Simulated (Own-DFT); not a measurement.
# What a defect does to the pressure of its cell: L1_0 TiAl

No measurement is shown. These are fixed-geometry runs of a retired plane-wave code named Own-DFT, which no person has reviewed; spin and spin-orbit coupling are neglected.

Settings: PBE; PseudoDojo norm-conserving scalar-relativistic files; cutoff 42 hartree; 4 x 4 x 4 k mesh centred on Gamma; cold (Marzari-Vanderbilt) smearing of 0.2 eV.

Limits: forces on such cells failed a check on a denser k mesh; stress not checked against mesh or cutoff.

All runs share one cell, with vectors in Å (5.622, 5.622, 0.000); (-5.622, 5.622, 0.000); (0.000, 0.000, 8.133) and a volume of 514.0 Å³. The atoms are randomly displaced, by u rms on each axis. The defect's site can differ from row to row.

```
cell,formula,u (Å),P (GPa)
no defect,Al16Ti16,0.0187,1.16
no defect,Al16Ti16,0.0202,1.18
no defect,Al16Ti16,0.0528,1.68
one Ti vacancy,Al16Ti15,0.0282,0.49
one Ti vacancy,Al16Ti15,0.0302,0.49
one Ti vacancy,Al16Ti15,0.0331,0.60
two Al vacancies,Al14Ti16,0.0260,?
two Al vacancies,Al14Ti16,0.0280,-0.63
two Al vacancies,Al14Ti16,0.0515,-0.41
two Al vacancies,Al14Ti16,0.0539,-0.09
```

## Worked fit

P = P0 + c u² + a shift for each defect gives P0 = 1.09 GPa, c = 210 ± 35 GPa/Å² and a scatter of 0.09 GPa. The shifts, and each times the cell's volume:

- one Ti vacancy: -0.76 ± 0.07 GPa, -2.4 eV
- two Al vacancies: -1.91 ± 0.08 GPa, -6.1 eV (-3.1 eV for each of its 2 sites)

A positive shift means that the defect pushes the cell outwards. Shift times volume (160.2 GPa Å³ is 1 eV) depends little on the cell's size, so, taken for each site, it can be compared between cells at like pressure. The atoms around the defects weren't relaxed, which would change these numbers.

## The run left out

Question: what pressure belongs in the blank (two Al vacancies, u = 0.0260 Å)?

Estimate: -0.68 ± 0.11 GPa. The hidden result is -0.68 GPa.
